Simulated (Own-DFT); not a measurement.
# Strain and stress in wurtzite AlN, 72 atoms (Al36N36)

These are calculations, not measurements. The program, named Own-DFT, is a retired in-house plane-wave density functional code that no person has reviewed. Each row is one single-point run on a periodic cell that was not relaxed, without spin or spin-orbit coupling.

Settings of every run: PBE; PseudoDojo norm-conserving scalar-relativistic files; cutoff 42 hartree; 3 x 3 x 2 k mesh centred on Gamma; Fermi-Dirac smearing of 0.1 eV.

Known limits: forces on such cells moved up to 12 meV/angstrom on a denser k mesh; stress not checked against mesh or cutoff.

Unstrained cell vectors in Å: (9.336, 0.000, 0.000); (-4.668, 8.085, 0.000); (0.000, 0.000, 9.964). The unstrained cell has measured lattice constants (interpolated for alloys), not those of this functional. That, the random moves and any unrelaxed bonds set the pressure at no strain. Each run strains this cell uniformly, with the atoms carried along. Every atom was also moved at random, by a Gaussian of width 0.05 Å on each axis. Strain is the symmetric tensor, in per cent. Stress is positive in tension, and the pressure is minus a third of its trace.

```
run  e_xx (%)  e_yy (%)  e_zz (%)  s_xx (GPa)  s_yy (GPa)  s_zz (GPa)  P (GPa)  E (meV/atom)
  1     -0.75     -0.75      0.00      -10.54       -9.58       -7.69     9.27          24.2
  2     -0.25     -0.25      0.00       -7.49       -8.54       -3.99     6.68          11.2
  3     -2.00     -2.00      0.00      -17.76      -20.77       -7.68    15.40          49.7
  4     -3.00     -3.00      0.00      -27.53      -21.81      -11.50    20.28          59.3
  5      2.25      2.25      0.00        6.72        7.36       -4.39    -3.23           0.0
  6      3.00      3.00      0.00        8.89       10.31       -2.43    -5.59          15.3
  7     -1.75     -1.75      0.00      -18.84      -17.74       -5.13    13.91          37.4
  8      2.00      2.00      0.00        5.00        4.61       -2.61    -2.33           9.8
  9     -1.50     -1.50      0.00           ?           ?           ?        ?             ?
```

E is the free energy for each atom above the lowest run shown.

## Worked fit

The change of volume is close to e_xx + e_yy + e_zz. A straight line through the runs shown gives P = 6.62 - 216 x (fractional change of volume) GPa, with an error of 6 on the slope and a scatter of 0.73 GPa. The strain isn't the same on all axes and the cell isn't cubic, so the slope belongs to this path and is not the bulk modulus.

## Withheld run

Question: what pressure should run 9 give? Its volume changes by -2.98 %.

The line gives 13.0 GPa. The calculation gave 12.64 GPa.
